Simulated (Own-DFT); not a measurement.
# Strain and stress in diamond-structure GeSn with randomly placed atoms, 64 atoms (Ge52Sn12)

These are calculations, not measurements. The program, named Own-DFT, is a retired in-house plane-wave density functional code that no person has reviewed. Each row is one single-point run on a periodic cell that was not relaxed, without spin or spin-orbit coupling.

Settings of every run: PBE; PseudoDojo norm-conserving scalar-relativistic files; cutoff 49 hartree; 3 x 3 x 3 k mesh centred on Gamma; Fermi-Dirac smearing of 0.1 eV.

Known limits: forces on such cells moved up to 12 meV/angstrom on a denser k mesh; stress not checked against mesh or cutoff.

Unstrained cell vectors in Å: (11.628, 0.000, 0.000); (0.000, 11.628, 0.000); (0.000, 0.000, 11.628). The unstrained cell has measured lattice constants (interpolated for alloys), not those of this functional. That, the random moves and any unrelaxed bonds set the pressure at no strain. Each run strains this cell uniformly, with the atoms carried along. Every atom was also moved at random, by a Gaussian of width 0.05 Å on each axis. The random placing of the alloy's atoms differs from row to row. Strain is the symmetric tensor, in per cent. Stress is positive in tension, and the pressure is minus a third of its trace.

| run | e_xx (%) | e_yy (%) | e_zz (%) | s_xx (GPa) | s_yy (GPa) | s_zz (GPa) | P (GPa) | E (meV/atom) |
|---|---|---|---|---|---|---|---|---|
| 1 | -1.00 | -1.00 | 0.00 | -7.29 | -7.34 | -6.79 | 7.14 | 59.0 |
| 2 | 2.75 | 2.75 | 0.00 | -1.32 | -1.27 | -2.66 | 1.75 | 0.0 |
| 3 | 1.00 | 1.00 | 0.00 | -3.98 | -3.75 | -4.38 | 4.04 | 20.7 |
| 4 | 1.75 | 1.75 | 0.00 | -2.71 | -2.76 | -3.68 | 3.05 | 12.0 |
| 5 | -3.00 | -3.00 | 0.00 | -11.20 | -11.57 | -9.79 | 10.85 | 120.8 |
| 6 | 1.25 | 1.25 | 0.00 | -3.65 | -3.72 | -4.28 | 3.88 | 31.2 |
| 7 | 3.00 | 3.00 | 0.00 | -1.19 | -1.22 | -2.56 | 1.66 | 11.7 |
| 8 | -2.50 | -2.50 | 0.00 | -10.16 | -10.14 | -8.69 | 9.66 | 90.7 |
| 9 | 0.50 | 0.50 | 0.00 | ? | ? | ? | ? | ? |

E is the free energy for each atom above the lowest run shown.

## Worked fit

The change of volume is close to e_xx + e_yy + e_zz. A straight line through the runs shown gives P = 5.91 - 77 x (fractional change of volume) GPa, with an error of 3 on the slope and a scatter of 0.31 GPa. The strain isn't the same on all axes, but the crystal is cubic, so the slope still estimates the bulk modulus, averaged over pressures from 1.7 to 10.9 GPa.

## Withheld run

Question: what pressure should run 9 give? Its volume changes by 1.00 %.

The line gives 5.1 GPa. The calculation gave 4.74 GPa.
